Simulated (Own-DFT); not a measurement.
# Misfit strain and the stress it brings: wurtzite AlGaN with randomly placed atoms, 128 atoms (Al48Ga16N64)

Source: density functional calculations with Own-DFT, an unreviewed in-house program that is no longer used. Nothing was measured or relaxed, and spin and spin-orbit coupling are left out.

Common settings: PBE; PseudoDojo norm-conserving scalar-relativistic files (stringent for Ga); cutoff 96 hartree; 3 x 3 x 3 k mesh centred on Gamma; Gaussian smearing of 0.01 eV.

Keep in mind: k mesh not checked against a denser one; stress not checked against mesh or cutoff.

Unstrained cell vectors in Å: (12.525, 0.000, 0.000); (-6.263, 10.847, 0.000); (0.000, 0.000, 10.066). The unstrained cell has measured lattice constants (interpolated for alloys), not those of this functional. That, the random moves and any unrelaxed bonds set the pressure at no strain. Each run strains x and y alike by e, as a substrate would, and holds the height along z. Each atom got a random Gaussian move of width 0.05 Å along each axis. The random placing of the alloy's atoms differs from row to row. Stress is positive in tension.

```
e (%)  u (Å)  (s_xx + s_yy)/2 (GPa)  s_zz (GPa)
-2.00  0.047                 -18.84       -9.52
-1.50  0.049                 -15.73       -8.42
-1.25  0.050                 -14.78       -7.57
-0.75  0.047                 -11.06       -5.90
-0.50  0.050                  -9.52       -6.20
 0.25  0.047                  -4.69       -5.44
 0.75  0.049                  -2.20       -5.28
 1.50  0.050                   2.05       -5.23
 2.00  0.052                      ?           ?
 3.00  0.049                   8.33       -1.56
```

## What the rows give

With e as a fraction, the in-plane stress is -6.4 + 585 e - 2945 e² GPa (errors 9 and 532, scatter 0.37), and s_zz is -6.1 + 136 e GPa (slope ± 17, scatter 0.77). At e = 0 the first slope is C11 + C12 and the second 2 C13, both with the ions held to the strained lattice and at the cell's own pressure. The term in e² is negative: the layer stiffens under compression and softens under tension. A free layer would change its height as e changes, and the in-plane slope would drop by 2 C13²/C33 to the biaxial modulus. At fixed height, a misfit of 1 % moves the in-plane stress by about 5.8 GPa and s_zz by 1.4 GPa.

## The run left out

The question: what are the two stresses at e = 2.00 %?

The fitted form gives 4.1 and -3.3 GPa. The run itself gave 3.91 and -4.88 GPa.
